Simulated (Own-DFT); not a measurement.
## Calculated data, Hf32O63 (monoclinic hafnia with one vacancy, atoms displaced)

All values are calculated (Own-DFT development build). A calculation, not a measurement: plane-wave density functional theory by an unreviewed code, no spin, of a simulated periodic cell, stress positive in tension, run twice, with PBE and with PBEsol, both on files made for PBE, so the change isn't that of files made for PBEsol, defect cell not probed for a lower state with spin; hafnium file: forces about 75 meV/angstrom off all-electron values; oxygen file: force components 24 meV/angstrom off all-electron in one glass; forces on such cells passed a denser k mesh, this cell's mesh not checked; the far tail of each file's local potential was reset to the Coulomb form; each entry is a single point on an unrelaxed cell, so the pressure reflects the starting lattice, mostly measured values (interpolated for alloys), from which strain is counted, and rises with the displacements; printed positions are rounded, which can move forces by about a meV/angstrom; the program, named Own-DFT, is a retired in-house code; no spin-orbit coupling; stress was not checked against mesh or cutoff.

### Hf32O63 (monoclinic hafnia with one vacancy, atoms displaced)

```
Hf32O63
1.0
     10.2340     0.0000     0.0000
      0.0000    10.3500     0.0000
     -1.6955     0.0000    10.4453
Hf O Hf O Hf O Hf O Hf O Hf O Hf O Hf O
4 8 4 8 4 8 4 8 4 8 4 8 4 7 4 8
Direct
  0.13249 0.01694 0.09561
  0.36975 0.26522 0.14549
  0.36613 0.47705 0.40115
  0.13796 0.23073 0.35541
  0.03007 0.16514 0.17161
  0.45193 0.41931 0.07352
  0.45881 0.33114 0.32067
  0.03963 0.07817 0.42408
  0.23093 0.38757 0.24343
  0.27372 0.12742 0.00800
  0.28190 0.12022 0.25854
  0.22755 0.36569 0.49349
  0.13183 0.02259 0.60490
  0.35865 0.26435 0.64595
  0.36280 0.47710 0.89935
  0.12458 0.23707 0.85335
  0.03796 0.16632 0.67060
  0.46885 0.41018 0.56993
  0.46349 0.33153 0.82585
  0.03616 0.08154 0.91841
  0.22675 0.38162 0.73956
  0.27796 0.12995 0.51376
  0.27650 0.12285 0.75915
  0.22473 0.37712 0.99157
  0.14422 0.52062 0.10457
  0.36431 0.76666 0.14979
  0.35456 0.98211 0.39735
  0.14680 0.72781 0.35700
  0.04395 0.66635 0.18265
  0.46564 0.91622 0.07682
  0.46280 0.82613 0.32897
  0.03670 0.59591 0.42587
  0.22774 0.87722 0.24131
  0.27244 0.63410 0.01469
  0.27920 0.62178 0.26273
  0.22289 0.87556 0.49812
  0.14600 0.52159 0.61091
  0.36804 0.76833 0.64462
  0.36689 0.97482 0.89670
  0.13562 0.72878 0.84749
  0.03651 0.66321 0.67421
  0.46236 0.91581 0.57733
  0.46330 0.83504 0.82216
  0.04185 0.57271 0.91570
  0.23239 0.87231 0.73755
  0.27311 0.62862 0.51287
  0.27099 0.62818 0.75602
  0.22830 0.87329 1.00000
  0.64139 0.02075 0.09873
  0.86727 0.26834 0.15397
  0.86408 0.48577 0.39746
  0.64298 0.22611 0.34989
  0.53797 0.16711 0.17642
  0.96258 0.42375 0.07231
  0.96855 0.33372 0.32688
  0.53787 0.08166 0.42988
  0.71974 0.37673 0.23523
  0.77271 0.12269 0.01464
  0.77032 0.12660 0.25834
  0.73363 0.38005 0.48412
  0.63666 0.02701 0.59406
  0.86569 0.26978 0.64583
  0.85554 0.47407 0.89776
  0.63613 0.22650 0.85126
  0.54375 0.17014 0.67858
  0.96096 0.41965 0.57787
  0.96004 0.33527 0.82410
  0.53813 0.08402 0.92097
  0.73361 0.38318 0.73711
  0.77362 0.12827 0.51101
  0.77251 0.11559 0.76531
  0.72877 0.37678 0.98912
  0.64276 0.52300 0.09793
  0.86334 0.76864 0.14714
  0.86441 0.98100 0.38067
  0.63982 0.72658 0.35127
  0.96265 0.91572 0.07962
  0.95960 0.83541 0.32643
  0.54345 0.58798 0.42847
  0.73370 0.87170 0.24378
  0.77720 0.63049 0.00360
  0.77803 0.61096 0.25751
  0.72334 0.87154 0.49480
  0.64280 0.52727 0.60742
  0.86054 0.76567 0.63565
  0.86155 0.98214 0.90813
  0.64173 0.73485 0.85168
  0.52931 0.66383 0.67723
  0.97357 0.91473 0.57362
  0.96250 0.83168 0.82621
  0.53722 0.58354 0.92668
  0.72608 0.88491 0.74712
  0.77545 0.63105 0.50764
  0.78119 0.62797 0.75139
  0.71225 0.87816 0.99208
```

| Quantity | Value |
| --- | --- |
| functional | PBE, then PBEsol |
| potential files | PseudoDojo norm-conserving, scalar-relativistic, standard set |
| wave cutoff | 72 hartree |
| occupations | Fermi-Dirac |
| smearing width | 0.1 eV |
| k mesh | 2 x 2 x 2 centred on Gamma |
| PBE pressure | 5.74 GPa |
| PBE stress xx | -6.46 GPa |
| PBE stress yy | -5.02 GPa |
| PBE stress zz | -5.74 GPa |
| PBE stress yz | 0.01 GPa |
| PBE stress xz | -0.63 GPa |
| PBE stress xy | 0.4 GPa |
| PBEsol pressure | -0.66 GPa |
| PBEsol stress xx | -0.05 GPa |
| PBEsol stress yy | 1.31 GPa |
| PBEsol stress zz | 0.71 GPa |
| PBEsol stress yz | -0.01 GPa |
| PBEsol stress xz | -0.3 GPa |
| PBEsol stress xy | 0.44 GPa |
| rms change of force components from PBE to PBEsol | 0.056 eV/Å |

Force:
```tsv
force element	PBE force x (eV/Å)	PBE force y (eV/Å)	PBE force z (eV/Å)	PBEsol force x (eV/Å)	PBEsol force y (eV/Å)	PBEsol force z (eV/Å)
Hf	2.581	0.206	1.266	2.537	0.23	1.188
Hf	-1.836	0.472	-0.229	-1.786	0.506	-0.172
Hf	0.425	0.011	-0.924	0.407	-0.065	-0.882
Hf	1.231	-0.13	-0.264	1.196	-0.163	-0.271
O	0.857	-0.464	0.277	0.817	-0.426	0.325
O	2.386	0.655	0.856	2.313	0.639	0.761
O	1.437	-0.149	1.094	1.38	-0.164	1.007
O	0.044	1.195	-1.29	0.053	1.152	-1.207
O	-0.948	-1.217	-0.095	-0.857	-1.174	-0.089
O	-0.167	0.45	0.177	-0.226	0.424	0.189
O	-1.14	0.286	0.243	-1.159	0.284	0.255
O	-0.481	0.507	-0.321	-0.396	0.488	-0.312
Hf	2.091	-1.835	0.687	2.043	-1.768	0.612
Hf	0.804	0.662	0.677	0.758	0.681	0.684
Hf	-0.28	0.59	-0.955	-0.277	0.497	-0.892
Hf	3.087	-0.809	0.56	3.005	-0.84	0.505
O	-1.218	1.478	0.547	-1.189	1.464	0.593
O	0.396	0.155	0.952	0.357	0.19	0.869
O	0.226	0.44	0.397	0.208	0.409	0.342
O	-0.662	0.049	0.226	-0.647	0.041	0.293
O	-0.345	-0.381	0.365	-0.28	-0.367	0.347
O	-0.116	-0.474	-1.011	-0.169	-0.467	-0.988
O	-0.177	-0.147	0.411	-0.213	-0.127	0.374
O	-0.709	-1.162	-0.722	-0.629	-1.099	-0.711
Hf	-0.681	0.251	-0.241	-0.643	0.28	-0.264
Hf	-0.024	0.701	-0.163	-0.231	0.834	-0.148
Hf	0.727	-1.115	0.205	0.682	-1.128	0.237
Hf	-0.468	0.876	0.233	-0.452	0.787	0.202
O	-1.249	0.263	-1.127	-1.207	0.277	-1.037
O	0.61	-0.121	0.252	0.579	-0.1	0.173
O	0.603	0.274	0.145	0.596	0.228	0.075
O	-0.862	-1.238	0.425	-0.825	-1.216	0.445
O	-0.516	0.51	0.177	-0.42	0.472	0.173
O	0.795	-0.344	-0.532	0.711	-0.347	-0.493
O	0.552	0.105	0.334	0.465	0.131	0.316
O	0.353	-0.567	-1.627	0.413	-0.543	-1.596
Hf	-1.226	0.333	-0.926	-1.177	0.398	-0.903
Hf	-1.846	1.425	-0.264	-1.826	1.454	-0.214
Hf	-1.438	0.719	-0.32	-1.4	0.657	-0.281
Hf	-0.614	0.396	1.19	-0.607	0.318	1.107
O	-0.629	0.138	-0.722	-0.593	0.15	-0.655
O	0.801	0.612	-0.306	0.763	0.604	-0.353
O	1.351	-0.554	0.905	1.311	-0.554	0.839
O	-0.426	0.455	0.156	-0.399	0.442	0.209
O	-1.127	1.126	0.727	-1.032	1.075	0.708
O	0.889	-0.365	-0.37	0.798	-0.357	-0.357
O	0.976	-1.468	0.883	0.871	-1.424	0.833
O	-0.374	-0.19	-1.303	-0.3	-0.164	-1.242
Hf	-1.938	-0.747	1.061	-1.858	-0.693	0.972
Hf	-0.593	1.901	-1.644	-0.57	1.885	-1.562
Hf	0.713	-0.753	0.121	0.663	-0.78	0.163
Hf	-1.675	2.092	1.448	-1.616	1.997	1.364
O	0.335	-0.723	-0.728	0.328	-0.669	-0.651
O	-0.046	-1.224	1.226	-0.058	-1.177	1.129
O	-0.321	0.313	0.317	-0.314	0.268	0.248
O	-0.893	0.874	-2.249	-0.852	0.835	-2.13
O	0.311	-0.199	0.097	0.364	-0.205	0.096
O	1.105	1.522	0.048	1.015	1.441	0.043
O	1.307	-1.253	-0.071	1.218	-1.213	-0.072
O	-1.218	-1.274	0.178	-1.11	-1.223	0.176
Hf	0.15	-2.16	2.993	0.15	-2.058	2.889
Hf	-0.919	0.546	-1.047	-0.89	0.613	-0.992
Hf	1.99	2.262	-0.883	1.939	2.149	-0.828
Hf	0.333	0.566	0.205	0.308	0.474	0.152
O	-1.13	0.086	-1.183	-1.092	0.1	-1.093
O	1.282	0.032	0.402	1.228	0.035	0.35
O	0.411	-0.637	0.274	0.413	-0.646	0.214
O	-0.545	-0.224	0.417	-0.508	-0.239	0.457
O	-1.124	-0.222	-0.034	-1.022	-0.207	-0.027
O	1.037	0.799	-0.612	0.928	0.782	-0.602
O	0.952	1.155	-0.112	0.851	1.135	-0.101
O	-1.075	-1.516	0.054	-0.981	-1.425	0.063
Hf	-1.289	-0.447	1.033	-1.129	-0.533	0.88
Hf	0.519	-0.988	0.293	0.498	-0.89	0.338
Hf	-0.454	-0.578	3.353	-0.432	-0.636	3.302
Hf	-0.677	0.717	0.16	-0.613	0.71	0.317
O	-0.183	-0.202	0.263	-0.187	-0.173	0.199
O	1.64	-0.93	-0.257	1.566	-0.899	-0.308
O	-1.125	-0.616	-0.416	-1.061	-0.595	-0.355
O	-1.053	1.191	-1.078	-0.935	1.159	-1.041
O	0.077	0.614	0.446	-0.002	0.566	0.442
O	-0.395	1.223	-0.775	-0.446	1.192	-0.748
O	0.511	0.039	-1.073	0.556	0.022	-1.052
Hf	-0.406	-1.202	-0.695	-0.373	-1.122	-0.714
Hf	0.803	2.274	1.936	0.766	2.237	1.928
Hf	-0.333	-1.165	-3.666	-0.35	-1.168	-3.567
Hf	-0.226	0.457	-0.33	-0.211	0.432	-0.351
O	1.718	-1.129	0.195	1.695	-1.07	0.229
O	-1.648	-0.708	-0.24	-1.595	-0.664	-0.279
O	0.105	0.374	0.411	0.108	0.339	0.351
O	-0.114	0.359	-0.388	-0.093	0.303	-0.314
O	-0.274	-0.969	-0.466	-0.221	-0.971	-0.429
O	0.57	-0.36	-0.437	0.498	-0.358	-0.421
O	-0.954	-0.599	0.804	-0.998	-0.572	0.753
O	1.074	-1.179	-0.01	1.102	-1.111	-0.013
```
